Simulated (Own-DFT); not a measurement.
# Response to strain: 2H SiC, 72 atoms (C36Si36)

The numbers are computed, not measured, by runs of the plane-wave DFT program Own-DFT (in-house, retired, unreviewed) at fixed positions, with no spin and no spin-orbit coupling.

Method: PBE; PseudoDojo norm-conserving scalar-relativistic files; cutoff 42 hartree; 4 x 4 x 3 k mesh centred on Gamma; Fermi-Dirac smearing of 0.1 eV.

Caveats: forces on such cells passed a denser k mesh, each cell not checked; stress not checked against mesh or cutoff.

Unstrained cell vectors in Å: (9.248, 0.000, 0.000); (-4.624, 8.009, 0.000); (0.000, 0.000, 10.068). The unstrained cell has measured lattice constants (interpolated for alloys), not those of this functional. That, the random moves and any unrelaxed bonds set the pressure at no strain. Each run strains this cell uniformly, with the atoms carried along. Random moves of width 0.05 Å per axis were added to every atom. Strains are tensor components in per cent; tension counts as positive stress, and P is minus the mean normal stress.

```
run  e_xx (%)  e_yy (%)  e_zz (%)  e_yz (%)  e_xz (%)  e_xy (%)  s_xx (GPa)  s_yy (GPa)  s_zz (GPa)  s_yz (GPa)  s_xz (GPa)  s_xy (GPa)  P (GPa)  E (meV/atom)
  1      1.75      1.26      0.76     -1.59     -1.14     -1.16        6.37        3.71       -3.25       -4.90       -3.34       -4.90    -2.28          19.8
  2     -1.68     -0.37      1.23     -1.97     -0.69      1.28      -13.18       -7.30       -3.16       -6.37       -1.12        7.00     7.88          44.9
  3      0.54     -0.09     -0.05      1.39     -1.78      0.20       -2.06       -2.78       -8.36        4.22       -6.19        0.40     4.40          14.7
  4     -1.72     -0.96      0.20      1.74      1.34      0.40      -15.07      -12.92       -7.48        5.81        6.08        0.96    11.83          36.8
  5      0.19     -1.52     -0.77     -0.27     -1.02      0.70       -2.37      -15.70      -12.75       -1.15       -4.12        2.86    10.27           6.3
  6      0.23     -1.49      0.51      0.60      1.95     -0.37       -4.18      -13.12       -4.94        3.05        5.87       -2.95     7.42          19.4
  7      1.75     -0.60      0.99      1.76      0.45     -1.64        5.08       -7.67       -0.49        5.60        1.14       -7.47     1.02          17.8
  8     -1.47      0.48     -1.76      1.12      0.18      1.85      -13.62       -3.70      -19.96        3.31        1.60        5.74    12.43          53.3
  9      1.22     -0.04     -1.98     -1.86     -0.71      0.78        1.26       -4.90      -21.08       -7.41       -2.34        2.52     8.24          40.2
 10     -0.40     -1.47     -1.35     -1.53     -0.16      1.41       -8.89      -13.60      -17.07       -4.33       -1.15        7.76    13.19          28.6
 11      1.65     -1.41     -1.20      0.21     -0.24     -1.26        2.87      -12.88      -13.33        0.16       -1.02       -6.17     7.78          18.6
 12     -1.18     -1.28      1.67      0.39      0.18      1.18      -11.03      -14.39        1.75        0.67        0.59        5.16     7.89          42.2
 13     -0.04     -0.83     -1.35      1.21      1.39      0.06       -5.95       -9.61      -16.38        3.57        5.19       -0.63    10.65          23.7
 14      0.28     -0.07      0.11      0.73      0.48      0.71       -0.49       -5.76       -7.75        1.08        1.52        1.88     4.67          10.3
 15      1.15     -1.87     -1.55      1.35     -1.63     -1.72        0.11      -18.05      -18.31        5.10       -5.43       -9.34    12.08          60.8
 16     -0.22      1.27      1.77      0.00      0.76     -1.26       -2.90        2.05        3.68       -0.47        2.36       -4.59    -0.94           0.0
 17     -1.03     -1.33      1.06      1.17     -1.26      1.99      -10.82      -13.16       -1.98        4.52       -3.70        9.45     8.66          25.6
 18     -0.36      1.09     -0.35      0.48     -1.71     -1.79           ?           ?           ?           ?           ?           ?        ?             ?
```

E is the free energy for each atom above the lowest run shown.

## Analysis

Each stress component was fitted by least squares to a constant and the strains of the runs shown, as fractions, with shears doubled. Shear strains stay in the fit of a normal stress only where such slopes are resolved. The slopes, in GPa:

| stress | at no strain | per e_xx | per e_yy | per e_zz | scatter |
|---|---|---|---|---|---|
| s_xx | -4.2 | 562 ± 22 | 72 ± 28 | 57 ± 22 | 1.02 |
| s_yy | -5.0 | 59 ± 26 | 624 ± 32 | 16 ± 25 | 1.18 |
| s_zz | -8.4 | 63 ± 19 | -12 ± 23 | 636 ± 18 | 0.86 |

The slope of each shear stress on twice its own strain, from a fit on all six strains: yz 160 ± 8, xz 162 ± 8, xy 217 ± 15 GPa. These are stiffnesses along x, y and z of the frame in which the cell vectors are given, with the crystal's c axis along z: C11, C12, C13 and C33. Hexagonal symmetry asks that xx and yy behave alike, which is a second check on the noise. No internal relaxation is included, and where it is allowed it would reduce some of the slopes. Slopes across the diagonal should nearly agree, so their difference gauges the noise. A ninth of the table's sum, 231 ± 5 GPa, estimates the bulk modulus near the mean pressure of these runs, 7.4 GPa, so it lies above the value at zero pressure.

## Withheld run

The question: what normal stresses and pressure should run 18 give?

From the fit: s_xx = -5.7, s_yy = 1.5, s_zz = -11.0 and P = 5.0 GPa. Computed: -7.08, 0.80, -8.78 and P = 5.02 GPa.
